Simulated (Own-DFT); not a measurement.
# Response to strain: wurtzite GaN, 72 atoms (Ga36N36)

All numbers below are calculated, not measured. They come from Own-DFT, an in-house plane-wave density functional program, since retired, whose code no person has reviewed. Each row is one single-point run on a periodic cell that was not relaxed, without spin or spin-orbit coupling.

Settings of every run: PBE; PseudoDojo norm-conserving scalar-relativistic files (stringent for Ga); cutoff 96 hartree; 4 x 4 x 3 k mesh centred on Gamma; Gaussian smearing of 0.01 eV.

Known limits: forces not confirmed at this smearing and k mesh; stress not checked against mesh or cutoff.

Unstrained cell vectors in Å: (9.567, 0.000, 0.000); (-4.783, 8.285, 0.000); (0.000, 0.000, 10.370). The unstrained cell has measured lattice constants (interpolated for alloys), not those of this functional. That, the random moves and any unrelaxed bonds set the pressure at no strain. Each run strains this cell uniformly, with the atoms carried along. Every atom was also moved at random, by a Gaussian of width 0.05 Å on each axis. Strain is the symmetric tensor, in per cent. Stress is positive in tension, and the pressure is minus a third of its trace.

| run | e_xx (%) | e_yy (%) | e_zz (%) | e_yz (%) | e_xz (%) | e_xy (%) | s_xx (GPa) | s_yy (GPa) | s_zz (GPa) | s_yz (GPa) | s_xz (GPa) | s_xy (GPa) | P (GPa) | E (meV/atom) |
|---|---|---|---|---|---|---|---|---|---|---|---|---|---|---|
| 1 | 0.79 | 1.27 | -0.82 | 1.77 | -0.99 | -0.37 | -5.30 | -0.47 | -9.54 | 3.72 | -3.45 | 0.78 | 5.10 | 14.3 |
| 2 | 1.76 | 1.89 | 1.53 | -0.22 | 1.18 | -1.10 | 1.84 | 2.69 | 1.39 | -0.45 | 2.30 | -2.40 | -1.97 | 4.7 |
| 3 | -0.89 | 1.44 | 1.81 | -1.18 | 0.19 | 1.30 | -8.42 | -0.69 | 0.62 | -1.52 | 0.21 | 2.94 | 2.83 | 2.6 |
| 4 | -0.81 | -0.97 | -0.06 | -1.68 | 1.45 | 0.90 | -12.09 | -12.27 | -8.08 | -4.34 | 2.63 | 1.60 | 10.81 | 18.3 |
| 5 | 1.72 | 0.38 | 0.04 | 0.61 | 0.29 | -0.56 | -1.51 | -2.21 | -6.45 | 0.80 | 1.13 | -0.54 | 3.39 | 6.6 |
| 6 | 1.02 | 1.47 | -1.18 | 1.56 | 0.67 | 1.95 | -2.37 | -0.25 | -11.65 | 3.32 | 0.78 | 6.43 | 4.76 | 8.4 |
| 7 | 0.87 | 0.23 | -0.47 | -1.96 | 1.02 | -0.14 | -3.25 | -5.26 | -10.05 | -4.49 | 2.13 | -0.28 | 6.19 | 16.3 |
| 8 | -1.10 | -1.66 | -0.42 | -0.18 | -1.43 | -1.16 | -14.57 | -17.07 | -10.57 | -0.85 | -2.81 | -2.83 | 14.07 | 35.5 |
| 9 | 0.40 | 1.27 | 1.62 | -1.73 | 0.38 | -1.15 | -2.76 | 0.54 | -0.68 | -3.03 | 0.39 | -2.65 | 0.97 | 3.9 |
| 10 | 1.61 | 0.70 | 1.57 | 0.42 | -0.19 | 0.65 | 0.53 | -2.56 | 1.63 | 1.09 | -0.55 | 1.58 | 0.13 | 2.1 |
| 11 | 1.34 | -0.80 | -1.44 | -0.50 | 0.90 | -1.22 | -2.30 | -9.97 | -16.23 | -0.69 | 2.23 | -3.73 | 9.50 | 22.1 |
| 12 | -0.47 | 0.59 | 1.45 | 0.87 | 2.00 | -0.46 | -6.01 | -4.83 | -1.64 | 1.87 | 3.87 | -0.57 | 4.16 | 5.2 |
| 13 | -0.40 | -0.68 | -0.69 | 0.11 | 0.04 | 1.74 | -10.00 | -10.05 | -12.38 | 0.79 | 0.65 | 4.19 | 10.81 | 21.0 |
| 14 | -1.10 | 1.40 | 0.01 | -0.85 | -1.85 | -0.44 | -10.75 | -2.53 | -6.22 | -1.36 | -4.51 | -0.70 | 6.50 | 5.4 |
| 15 | -0.97 | -0.51 | 0.14 | 1.31 | -0.35 | 1.70 | -12.72 | -11.13 | -6.09 | 1.75 | -0.37 | 4.87 | 9.98 | 22.8 |
| 16 | 1.80 | 0.51 | -0.25 | -1.81 | 0.74 | 0.36 | -0.32 | -4.19 | -5.42 | -4.03 | 1.77 | 0.89 | 3.31 | 0.0 |
| 17 | 0.51 | 0.86 | 1.58 | 1.29 | 0.13 | -0.93 | ? | ? | ? | ? | ? | ? | ? | ? |

E is the free energy for each atom above the lowest run shown.

## Worked fit

Each stress component was fitted by least squares to a constant and the strains of the runs shown, as fractions, with shears doubled. Shear strains stay in the fit of a normal stress only where such slopes are resolved. The slopes, in GPa:

| stress | at no strain | per e_xx | per e_yy | per e_zz | scatter |
|---|---|---|---|---|---|
| s_xx | -7.5 | 402 ± 27 | 89 ± 32 | 78 ± 30 | 1.06 |
| s_yy | -7.3 | 103 ± 22 | 458 ± 26 | 28 ± 24 | 0.87 |
| s_zz | -7.6 | 37 ± 32 | 69 ± 39 | 453 ± 36 | 1.28 |

Each shear stress against twice its own strain: yz 100 ± 6, xz 103 ± 7, xy 121 ± 5 GPa. These are stiffnesses along x, y and z of the frame in which the cell vectors are given, which need not be the crystal's axes. The atoms are held to the strained lattice; where symmetry lets them move under strain, relaxing them would lower some slopes. The table should be nearly symmetric about its diagonal, and what it lacks of that shows the noise. A ninth of its sum, 191 ± 3 GPa, estimates the bulk modulus near the mean pressure of these runs, 5.7 GPa, so it lies above the value at zero pressure.

## Withheld run

Question: what normal stresses and pressure should run 17 give?

The fit gives s_xx = -3.5, s_yy = -2.4, s_zz = 0.4 and P = 1.8 GPa. The calculation gave -3.62, -1.64, 0.73 and P = 1.51 GPa.
